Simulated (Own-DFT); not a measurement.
# How strain changes the stress of wurtzite AlN, 72 atoms (Al36N36)

Calculated results; nothing here was measured. The program, named Own-DFT, is a retired in-house plane-wave density functional code that no person has reviewed. Each row is one single-point run on a periodic cell that was not relaxed, without spin or spin-orbit coupling.

Settings of every run: PBE; PseudoDojo norm-conserving scalar-relativistic files; cutoff 42 hartree; 3 x 3 x 2 k mesh centred on Gamma; Fermi-Dirac smearing of 0.1 eV.

Known limits: forces on such cells moved up to 12 meV/angstrom on a denser k mesh; stress not checked against mesh or cutoff.

Unstrained cell vectors in Å: (9.336, 0.000, 0.000); (-4.668, 8.085, 0.000); (0.000, 0.000, 9.964). The unstrained cell has measured lattice constants (interpolated for alloys), not those of this functional. That, the random moves and any unrelaxed bonds set the pressure at no strain. Each run strains this cell uniformly, with the atoms carried along. Every atom was also moved at random, by a Gaussian of width 0.05 Å on each axis. Strain is the symmetric tensor, in per cent. Stress is positive in tension, and the pressure is minus a third of its trace.

| run | e_xx (%) | e_yy (%) | e_zz (%) | s_xx (GPa) | s_yy (GPa) | s_zz (GPa) | P (GPa) | E (meV/atom) |
|---|---|---|---|---|---|---|---|---|
| 1 | -0.25 | -0.25 | 0.00 | -7.64 | -5.87 | -5.95 | 6.49 | 0.0 |
| 2 | 2.25 | 2.25 | 0.00 | 7.26 | 4.87 | -2.46 | -3.22 | 1.7 |
| 3 | -1.50 | -1.50 | 0.00 | -12.84 | -15.49 | -9.33 | 12.55 | 22.8 |
| 4 | 2.75 | 2.75 | 0.00 | 8.50 | 8.69 | -1.99 | -5.07 | 2.8 |
| 5 | -2.50 | -2.50 | 0.00 | -24.24 | -19.09 | -9.34 | 17.55 | 34.9 |
| 6 | 0.75 | 0.75 | 0.00 | 0.38 | -1.38 | -6.10 | 2.36 | 1.9 |
| 7 | -2.00 | -2.00 | 0.00 | -14.89 | -21.03 | -9.74 | 15.22 | 37.2 |
| 8 | -0.75 | -0.75 | 0.00 | -12.08 | -8.73 | -5.92 | 8.91 | 7.1 |
| 9 | -1.00 | -1.00 | 0.00 | ? | ? | ? | ? | ? |

E is the free energy for each atom above the lowest run shown.

## Worked fit

The change of volume is close to e_xx + e_yy + e_zz. A straight line through the runs shown gives P = 6.25 - 215 x (fractional change of volume) GPa, with an error of 7 on the slope and a scatter of 0.67 GPa. The strain isn't the same on all axes and the cell isn't cubic, so the slope belongs to this path and is not the bulk modulus.

## Withheld run

Question: what pressure should run 9 give? Its volume changes by -1.99 %.

The line gives 10.5 GPa. The calculation gave 10.14 GPa.
